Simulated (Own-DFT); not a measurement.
Simulation results for Hf$_{36}$O$_{71}$ (tetragonal hafnia with one neutral oxygen vacancy, atoms displaced)

A calculation, not a measurement: plane-wave PBE and HSE06 DFT by an unreviewed code, no spin, of a simulated cell at Gamma alone, so results move with cell size and shape, stress positive in tension, energies less offsets, not probed for a lower state with spin; hafnium file: forces about 75 meV/angstrom off all-electron values; oxygen file: force components 24 meV/angstrom off all-electron in a glass; k mesh not checked against a denser one; forces and stress are PBE's, HSE06 gives the energy alone, and its difference from PBE has offsets of its own; offsets are fitted by least squares, one for each functional and potential file, so energies compare only between cells with the same atoms and settings and are not formation energies; the far tail of each file's local potential was reset to the Coulomb form; each entry is a single point on an unrelaxed cell, so the pressure reflects the starting lattice, taken from the Materials Project, from which strain is counted, and rises with the displacements; printed positions are rounded, which can move forces by about a meV/angstrom; the program is a retired in-house code; no spin-orbit coupling. Program: Own-DFT development build.

Settings shared by all entries: first functional PBE; second functional HSE06; exact exchange share 0.25; screening 0.11 1/bohr; exchange divergence Gygi-Baldereschi; potential files PseudoDojo norm-conserving, scalar-relativistic, made for PBE, standard set; wave cutoff 48 hartree; occupations fixed; k mesh 1 x 1 x 1 centred on Gamma.

```json
{"entry": 1, "formula": "Hf36O71", "kind": "tetragonal hafnia with one neutral oxygen vacancy, atoms displaced", "structure": {"cell_angstrom": [[10.78, 0.0, 0.0], [0.0, 10.78, 0.0], [0.0, 0.0, 10.4493]], "atoms_fractional": [["Hf", 0.00212, 0.00442, 0.99556], ["Hf", 0.16909, 0.16435, 0.24354], ["O", 0.99777, 0.16944, 0.15823], ["O", 0.00647, 0.16387, 0.40893], ["O", 0.16798, 0.00575, 0.10411], ["Hf", 0.00361, 0.99938, 0.5033], ["Hf", 0.17066, 0.16778, 0.75047], ["O", 0.99389, 0.16622, 0.66043], ["O", 0.17261, 0.00305, 0.85242], ["O", 3e-05, 0.16088, 0.90764], ["O", 0.15723, 0.99875, 0.6011], ["Hf", 0.00035, 0.33564, 0.01096], ["Hf", 0.16586, 0.50127, 0.25169], ["O", 0.00349, 0.49509, 0.14896], ["O", 0.16737, 0.33399, 0.34803], ["O", 0.99694, 0.49837, 0.40634], ["O", 0.1655, 0.33852, 0.08876], ["Hf", 0.99327, 0.33441, 0.49885], ["Hf", 0.1714, 0.50189, 0.74317], ["O", 0.00167, 0.49776, 0.65224], ["O", 0.15854, 0.34344, 0.83713], ["O", 0.99993, 0.49604, 0.90193], ["O", 0.16461, 0.32889, 0.59722], ["Hf", 0.00208, 0.66889, 0.00217], ["Hf", 0.16997, 0.83566, 0.25692], ["O", 0.99602, 0.82911, 0.15124], ["O", 0.1617, 0.67005, 0.3477], ["O", 0.00659, 0.82371, 0.40674], ["O", 0.15893, 0.66732, 0.10011], ["Hf", 0.99629, 0.66905, 0.49814], ["Hf", 0.16381, 0.82922, 0.75069], ["O", 0.00325, 0.8281, 0.64613], ["O", 0.16427, 0.66891, 0.84852], ["O", 0.0003, 0.82824, 0.89606], ["O", 0.16464, 0.66717, 0.59721], ["Hf", 0.33917, 0.99763, 0.00666], ["Hf", 0.49872, 0.16017, 0.25445], ["O", 0.33656, 0.17208, 0.1483], ["O", 0.50666, 0.00383, 0.35303], ["O", 0.334, 0.16712, 0.40084], ["O", 0.50578, 0.00552, 0.09648], ["Hf", 0.33538, 0.99498, 0.50265], ["Hf", 0.49384, 0.164, 0.74576], ["O", 0.332, 0.16209, 0.64614], ["O", 0.50493, 0.0033, 0.84326], ["O", 0.32957, 0.16175, 0.90297], ["O", 0.50399, 0.00065, 0.59123], ["Hf", 0.33703, 0.33809, 0.00697], ["Hf", 0.49367, 0.49592, 0.25465], ["O", 0.33547, 0.49861, 0.1483], ["O", 0.49122, 0.33879, 0.35756], ["O", 0.33208, 0.50381, 0.39353], ["O", 0.50391, 0.33453, 0.10231], ["Hf", 0.33886, 0.33857, 0.50311], ["Hf", 0.4992, 0.49973, 0.746], ["O", 0.33904, 0.49784, 0.64356], ["O", 0.49861, 0.34458, 0.84244], ["O", 0.33593, 0.50075, 0.90005], ["O", 0.49824, 0.32606, 0.59308], ["Hf", 0.33161, 0.66975, 0.00283], ["Hf", 0.49844, 0.8336, 0.25126], ["O", 0.34306, 0.83109, 0.15208], ["O", 0.50436, 0.67089, 0.35461], ["O", 0.33205, 0.82773, 0.40281], ["O", 0.50763, 0.66712, 0.0986], ["Hf", 0.3319, 0.66511, 0.5087], ["Hf", 0.49698, 0.84032, 0.75333], ["O", 0.33512, 0.83263, 0.65263], ["O", 0.49937, 0.66431, 0.84036], ["O", 0.33661, 0.82447, 0.90009], ["O", 0.50208, 0.66613, 0.59744], ["Hf", 0.66237, 0.99269, 0.99514], ["Hf", 0.84289, 0.16859, 0.24939], ["O", 0.68105, 0.17059, 0.15292], ["O", 0.82714, 4e-05, 0.35099], ["O", 0.66939, 0.16801, 0.3994], ["O", 0.83425, 0.99378, 0.10499], ["Hf", 0.66281, 0.99962, 0.51047], ["Hf", 0.82049, 0.17314, 0.74738], ["O", 0.67255, 0.16857, 0.6582], ["O", 0.84033, 0.00695, 0.84431], ["O", 0.67437, 0.168, 0.9037], ["O", 0.84061, 0.99154, 0.59536], ["Hf", 0.66803, 0.32992, 0.99134], ["Hf", 0.83225, 0.50651, 0.24489], ["O", 0.66218, 0.49898, 0.14659], ["O", 0.82913, 0.3276, 0.35899], ["O", 0.65917, 0.50065, 0.40017], ["O", 0.84112, 0.33324, 0.09193], ["Hf", 0.6676, 0.3335, 0.50407], ["Hf", 0.83177, 0.50052, 0.74949], ["O", 0.6625, 0.49754, 0.661], ["O", 0.83406, 0.33227, 0.84856], ["O", 0.66339, 0.4939, 0.90277], ["O", 0.8351, 0.3332, 0.59492], ["Hf", 0.66739, 0.67105, 0.0045], ["Hf", 0.83797, 0.83706, 0.25447], ["O", 0.65892, 0.84022, 0.14882], ["O", 0.834, 0.66842, 0.3376], ["O", 0.67303, 0.82325, 0.4017], ["O", 0.83337, 0.66577, 0.09333], ["Hf", 0.66008, 0.67049, 0.49782], ["Hf", 0.83026, 0.83487, 0.74444], ["O", 0.66746, 0.82952, 0.65405], ["O", 0.82991, 0.67407, 0.841], ["O", 0.66953, 0.82812, 0.90414], ["O", 0.83665, 0.66592, 0.59015]]}, "results": {"PBE_energy_of_cell_above_offsets [eV]": "-96.233", "HSE06_less_PBE_above_offsets [eV]": "0.110", "PBE_pressure [GPa]": 2.49, "PBE_stress_xx [GPa]": -3.98, "PBE_stress_yy [GPa]": -0.67, "PBE_stress_zz [GPa]": -2.83, "PBE_stress_yz [GPa]": 1.27, "PBE_stress_xz [GPa]": -0.19, "PBE_stress_xy [GPa]": -0.06, "force_element": ["Hf", "Hf", "O", "O", "O", "Hf", "Hf", "O", "O", "O", "O", "Hf", "Hf", "O", "O", "O", "O", "Hf", "Hf", "O", "O", "O", "O", "Hf", "Hf", "O", "O", "O", "O", "Hf", "Hf", "O", "O", "O", "O", "Hf", "Hf", "O", "O", "O", "O", "Hf", "Hf", "O", "O", "O", "O", "Hf", "Hf", "O", "O", "O", "O", "Hf", "Hf", "O", "O", "O", "O", "Hf", "Hf", "O", "O", "O", "O", "Hf", "Hf", "O", "O", "O", "O", "Hf", "Hf", "O", "O", "O", "O", "Hf", "Hf", "O", "O", "O", "O", "Hf", "Hf", "O", "O", "O", "O", "Hf", "Hf", "O", "O", "O", "O", "Hf", "Hf", "O", "O", "O", "O", "Hf", "Hf", "O", "O", "O", "O"], "force_x [eV/angstrom]": [-1.191, 0.101, 2.331, 0.358, 0.662, -1.365, -2.356, 0.674, -0.005, 0.792, 2.896, 0.083, 0.024, -0.673, 0.021, 0.054, 1.701, 1.63, -1.537, -0.285, 0.97, -0.578, 0.928, -0.874, -1.084, 1.646, 0.576, -0.054, 2.336, 0.569, -1.124, -0.359, 0.549, 0.389, 0.876, -1.864, 1.732, -0.154, -0.501, -0.149, -1.26, -1.783, 0.011, 0.692, -0.106, 0.94, -1.617, 0.319, 1.776, -0.846, 0.193, -0.166, -0.524, -2.173, 0.353, -0.842, -0.255, -0.472, 0.867, 0.536, 1.947, -1.947, -0.629, -0.338, -2.114, 0.401, 0.51, -0.068, 0.07, 0.409, -0.93, 3.17, -2.909, -2.015, 0.697, -1.143, 0.136, 3.936, 5.335, -4.335, -0.9, -1.11, -2.001, 0.608, -0.759, 1.022, 0.604, 0.609, -2.171, 0.537, 1.046, 1.045, -0.393, 0.616, -1.421, 0.172, -1.037, 0.912, 0.325, -0.398, -0.011, 0.801, 2.028, -1.387, -0.064, -0.613, -1.627], "force_y [eV/angstrom]": [-1.398, 0.321, -0.127, -0.28, -0.507, 0.078, 1.043, -0.072, -1.461, 1.755, 0.019, 0.147, -0.313, 0.405, 0.01, 0.505, -0.552, -0.384, -0.454, 0.137, -1.982, 1.376, 0.19, -0.649, -0.232, 0.209, -0.769, 3.303, 0.138, -1.832, 0.807, -0.058, -0.663, 1.315, -0.134, 0.516, 2.363, -0.518, -1.752, -1.086, 0.403, 1.019, 2.384, -0.435, -0.202, 0.966, 0.095, 0.164, 0.612, 0.195, -1.371, 0.463, -0.388, -0.46, 1.487, 0.14, -3.763, 0.526, -0.453, -1.927, -1.044, 0.414, -0.196, 1.156, 0.28, -0.433, -3.21, 0.574, 1.195, 2.204, 0.25, 1.107, -0.667, -0.107, -0.087, -0.238, 0.049, -0.081, -0.374, -0.628, -1.494, -1.275, 0.053, 1.085, -1.27, 0.112, 1.251, -0.259, 0.354, 0.312, 0.312, -0.387, 0.526, 1.617, 0.299, -2.381, 1.212, -0.298, -0.698, 2.637, -0.355, -1.553, 0.494, 0.716, -1.545, 1.648, -0.142], "force_z [eV/angstrom]": [0.101, 1.808, -0.947, -0.771, 0.13, -0.455, 0.189, -0.24, -0.27, 0.367, -0.269, -3.551, 0.38, 0.976, -1.159, -1.067, 1.351, 0.382, 0.733, 0.171, 0.529, 0.441, -0.47, -1.394, -0.428, 0.678, -0.31, -1.725, 0.138, 0.812, 0.212, 0.831, 0.066, 0.385, 0.354, -0.908, -0.276, 0.291, -0.07, 0.109, 0.409, -0.904, 0.528, 0.485, 0.777, -0.191, 2.224, -1.05, -0.388, 0.018, -0.931, 0.93, -0.357, -1.696, 1.191, -0.355, 0.558, 0.348, 1.46, -0.195, 0.837, -0.438, -0.931, 0.01, 0.115, -1.254, -0.287, -0.217, 0.432, 0.355, 0.194, 1.374, 1.342, 0.089, -0.013, 1.686, -1.445, -3.416, 2.561, -2.457, 0.098, -0.696, 0.289, 2.033, -0.081, 1.248, -1.348, 0.644, 1.442, -1.979, 0.957, -1.495, -0.49, -0.075, 1.265, -0.654, -1.012, 0.384, 0.572, 0.13, 0.423, 0.074, 0.588, -0.296, -0.016, -0.932, 0.41]}}
{"entry": 2, "formula": "Hf36O71", "kind": "tetragonal hafnia with one neutral oxygen vacancy, atoms displaced", "structure": {"cell_angstrom": [[10.78, 0.0, 0.0], [0.0, 10.78, 0.0], [0.0, 0.0, 10.4493]], "atoms_fractional": [["Hf", 0.00047, 0.99287, 0.00257], ["Hf", 0.17126, 0.16549, 0.25353], ["O", 0.01032, 0.16431, 0.16032], ["O", 0.16784, 0.00224, 0.34799], ["O", 0.99985, 0.16622, 0.39851], ["O", 0.16668, 6e-05, 0.08983], ["Hf", 0.00441, 0.99556, 0.49922], ["Hf", 0.16562, 0.17332, 0.76012], ["O", 0.99736, 0.16784, 0.65127], ["O", 0.1612, 0.99511, 0.84958], ["O", 0.00129, 0.16876, 0.89829], ["O", 0.17213, 0.99621, 0.59963], ["Hf", 0.99699, 0.33435, 0.00199], ["Hf", 0.15948, 0.49551, 0.25461], ["O", 0.99506, 0.49843, 0.15509], ["O", 0.16198, 0.3375, 0.35051], ["O", 0.99799, 0.49234, 0.39465], ["O", 0.1696, 0.33519, 0.10058], ["Hf", 0.00222, 0.32372, 0.4988], ["Hf", 0.16786, 0.5053, 0.74598], ["O", 0.99909, 0.50122, 0.65357], ["O", 0.16967, 0.33572, 0.84909], ["O", 0.99959, 0.501, 0.8971], ["O", 0.16826, 0.33235, 0.59481], ["Hf", 0.99728, 0.66673, 0.012], ["Hf", 0.16622, 0.82941, 0.25138], ["O", 0.00307, 0.83158, 0.15057], ["O", 0.1659, 0.66493, 0.35257], ["O", 0.00568, 0.83955, 0.40557], ["O", 0.16349, 0.65827, 0.09892], ["Hf", 0.99673, 0.66802, 0.49707], ["Hf", 0.16278, 0.82683, 0.74935], ["O", 0.99827, 0.83818, 0.64614], ["O", 0.1762, 0.6595, 0.84273], ["O", 0.00143, 0.82994, 0.90094], ["O", 0.16427, 0.66248, 0.59852], ["Hf", 0.33388, 0.00058, 0.99791], ["Hf", 0.50568, 0.16313, 0.25357], ["O", 0.33271, 0.17501, 0.15102], ["O", 0.49617, 0.99753, 0.3435], ["O", 0.33387, 0.16816, 0.40802], ["O", 0.50342, 0.00892, 0.10216], ["Hf", 0.32686, 0.00043, 0.49233], ["Hf", 0.49092, 0.17586, 0.75039], ["O", 0.33976, 0.16759, 0.64521], ["O", 0.49412, 0.00372, 0.83916], ["O", 0.33131, 0.16878, 0.90145], ["O", 0.50127, 0.999, 0.59309], ["Hf", 0.34171, 0.33097, 0.00462], ["Hf", 0.49378, 0.4951, 0.2501], ["O", 0.32546, 0.49817, 0.15445], ["O", 0.50284, 0.33192, 0.33927], ["O", 0.32691, 0.49839, 0.39473], ["O", 0.49545, 0.33416, 0.09599], ["Hf", 0.32755, 0.32703, 0.49476], ["Hf", 0.50569, 0.49371, 0.74954], ["O", 0.32074, 0.49737, 0.64656], ["O", 0.49511, 0.33042, 0.85574], ["O", 0.33681, 0.49926, 0.90256], ["O", 0.50446, 0.33973, 0.60933], ["Hf", 0.32907, 0.67234, 0.99677], ["Hf", 0.49961, 0.82893, 0.24779], ["O", 0.34047, 0.82702, 0.15294], ["O", 0.51099, 0.66469, 0.34728], ["O", 0.34331, 0.83101, 0.41239], ["O", 0.50752, 0.66617, 0.10109], ["Hf", 0.335, 0.66217, 0.49314], ["Hf", 0.50271, 0.83622, 0.74646], ["O", 0.32356, 0.82885, 0.65195], ["O", 0.5086, 0.67444, 0.84997], ["O", 0.33582, 0.83468, 0.908], ["O", 0.49867, 0.66816, 0.59939], ["Hf", 0.6677, 0.00092, 0.00627], ["Hf", 0.8341, 0.16139, 0.24759], ["O", 0.66524, 0.16378, 0.15], ["O", 0.83691, 0.99404, 0.34584], ["O", 0.67227, 0.16597, 0.41144], ["O", 0.83346, 0.00132, 0.09462], ["Hf", 0.6693, 0.00276, 0.50229], ["Hf", 0.83506, 0.16926, 0.74367], ["O", 0.66111, 0.16162, 0.65008], ["O", 0.84003, 0.99826, 0.85484], ["O", 0.67934, 0.17184, 0.90678], ["O", 0.83018, 0.0024, 0.59914], ["Hf", 0.66695, 0.33687, 0.00188], ["Hf", 0.83006, 0.49581, 0.25209], ["O", 0.66983, 0.50612, 0.15359], ["O", 0.83662, 0.34041, 0.34664], ["O", 0.66476, 0.50171, 0.40782], ["O", 0.83324, 0.3375, 0.09666], ["Hf", 0.66212, 0.32276, 0.49781], ["Hf", 0.83204, 0.49833, 0.74714], ["O", 0.66603, 0.50121, 0.66178], ["O", 0.83976, 0.33627, 0.84734], ["O", 0.67043, 0.49688, 0.89525], ["Hf", 0.66082, 0.66942, 0.99996], ["Hf", 0.84016, 0.83803, 0.24714], ["O", 0.66673, 0.83447, 0.14859], ["O", 0.83978, 0.66822, 0.34402], ["O", 0.67043, 0.82327, 0.39975], ["O", 0.83882, 0.67051, 0.10339], ["Hf", 0.66189, 0.66855, 0.50013], ["Hf", 0.8361, 0.83222, 0.75345], ["O", 0.66193, 0.82907, 0.64727], ["O", 0.83317, 0.66556, 0.84643], ["O", 0.66824, 0.82863, 0.89863], ["O", 0.82393, 0.6725, 0.59241]]}, "results": {"PBE_energy_of_cell_above_offsets [eV]": "-97.256", "HSE06_less_PBE_above_offsets [eV]": "0.032", "PBE_pressure [GPa]": 2.21, "PBE_stress_xx [GPa]": -1.74, "PBE_stress_yy [GPa]": -2.36, "PBE_stress_zz [GPa]": -2.52, "PBE_stress_yz [GPa]": -0.25, "PBE_stress_xz [GPa]": 0.4, "PBE_stress_xy [GPa]": -0.01, "force_element": ["Hf", "Hf", "O", "O", "O", "O", "Hf", "Hf", "O", "O", "O", "O", "Hf", "Hf", "O", "O", "O", "O", "Hf", "Hf", "O", "O", "O", "O", "Hf", "Hf", "O", "O", "O", "O", "Hf", "Hf", "O", "O", "O", "O", "Hf", "Hf", "O", "O", "O", "O", "Hf", "Hf", "O", "O", "O", "O", "Hf", "Hf", "O", "O", "O", "O", "Hf", "Hf", "O", "O", "O", "O", "Hf", "Hf", "O", "O", "O", "O", "Hf", "Hf", "O", "O", "O", "O", "Hf", "Hf", "O", "O", "O", "O", "Hf", "Hf", "O", "O", "O", "O", "Hf", "Hf", "O", "O", "O", "O", "Hf", "Hf", "O", "O", "O", "Hf", "Hf", "O", "O", "O", "O", "Hf", "Hf", "O", "O", "O", "O"], "force_x [eV/angstrom]": [0.223, -0.071, -2.106, 0.471, -0.14, 0.964, -0.363, -0.168, 1.026, 0.42, 0.277, -1.239, 1.438, 0.134, 0.366, 0.726, 0.412, -0.961, -0.891, -0.824, -0.623, -0.199, 0.098, -0.548, -0.551, 0.678, 0.75, -0.169, 0.28, 0.64, -0.65, 0.495, 0.055, 0.157, 0.079, -0.491, 0.341, -1.221, 0.706, 0.345, -0.096, -1.042, 1.681, 1.126, -1.513, 0.283, -0.197, -0.637, -3.023, 0.394, 1.435, 0.021, 1.007, 2.692, 0.185, -1.693, 2.869, 0.506, 0.526, -0.854, 0.81, 1.714, -2.032, -1.556, -0.613, -2.095, -0.275, -0.726, 1.306, -0.56, -0.312, -0.868, -0.158, 1.119, 0.847, -0.229, -0.107, 0.472, -1.041, -0.919, 0.421, -0.221, -0.506, 0.891, 0.182, 0.326, -1.18, -0.699, 0.103, -0.315, 1.138, 0.839, 0.484, -0.191, -0.746, 1.285, -2.27, 0.452, 0.745, 0.005, -1.201, -0.166, -1.179, 1.001, 0.194, 0.071, 2.233], "force_y [eV/angstrom]": [1.176, 1.638, -0.134, -1.139, -0.847, -0.398, 1.378, -0.665, 0.404, 0.642, -0.377, 0.604, 0.878, 0.408, -0.005, -2.285, 1.124, -0.145, 1.513, -1.431, -0.278, -0.089, 0.188, -0.941, -1.584, -0.377, 0.645, 1.102, -1.345, 1.197, -1.529, 0.628, -0.313, 2.109, -0.615, 0.455, 0.436, -0.63, -0.932, 0.583, -0.56, -0.372, -0.941, -1.531, 0.374, 0.158, -0.864, -0.308, 1.464, 1.682, 0.304, -0.755, -0.442, 0.321, 2.421, 1.378, 0.038, 0.49, 0.544, -0.25, -2.212, -0.438, 0.264, -0.392, 0.01, -0.067, -0.207, -0.292, 0.054, -1.308, 0.347, -0.607, -0.204, 1.08, 0.344, 1.697, -0.874, 0.204, -2.516, -0.379, 0.789, -0.097, -0.56, -0.076, 0.122, 1.915, -0.842, -3.222, -1.509, -0.893, 3.14, 0.663, -0.283, -0.612, 0.019, -0.649, -2.725, 0.546, 0.309, 2.608, 0.359, -0.335, -0.215, 0.747, 0.287, 2.063, -0.261], "force_z [eV/angstrom]": [-2.267, -1.082, -0.734, -0.098, 0.367, 1.384, 1.722, -0.403, -0.382, -0.386, 0.903, -0.641, -1.064, -1.27, -0.763, 0.48, 1.55, -0.142, 0.311, 0.444, -1.07, -0.353, 1.554, 0.055, -2.169, -0.011, 0.183, -0.62, -1.475, 0.32, 0.363, -0.444, 0.368, 1.324, 0.352, -0.706, -0.374, -1.36, 0.846, 0.161, -1.924, -0.811, 2.431, -0.369, 0.416, 1.048, -0.271, -0.665, -0.914, -0.777, 0.033, 1.447, 0.387, 1.277, 1.964, 0.62, -0.392, -0.103, 0.348, -1.293, 0.123, 0.913, 0.155, -0.253, -1.809, -0.069, 2.172, -0.609, 0.696, -0.102, -0.358, -0.157, -1.961, 0.294, 1.076, 0.231, -2.688, 1.478, 0.946, 1.377, 0.394, -0.896, 0.116, -0.201, -0.742, 0.15, -0.35, 0.545, -0.01, 0.482, 1.655, 0.88, -1.31, -0.819, 1.249, -0.643, 0.323, 0.106, 0.105, -0.426, -0.61, 0.025, -0.164, 0.644, -0.115, 0.379, 0.457]}}
```
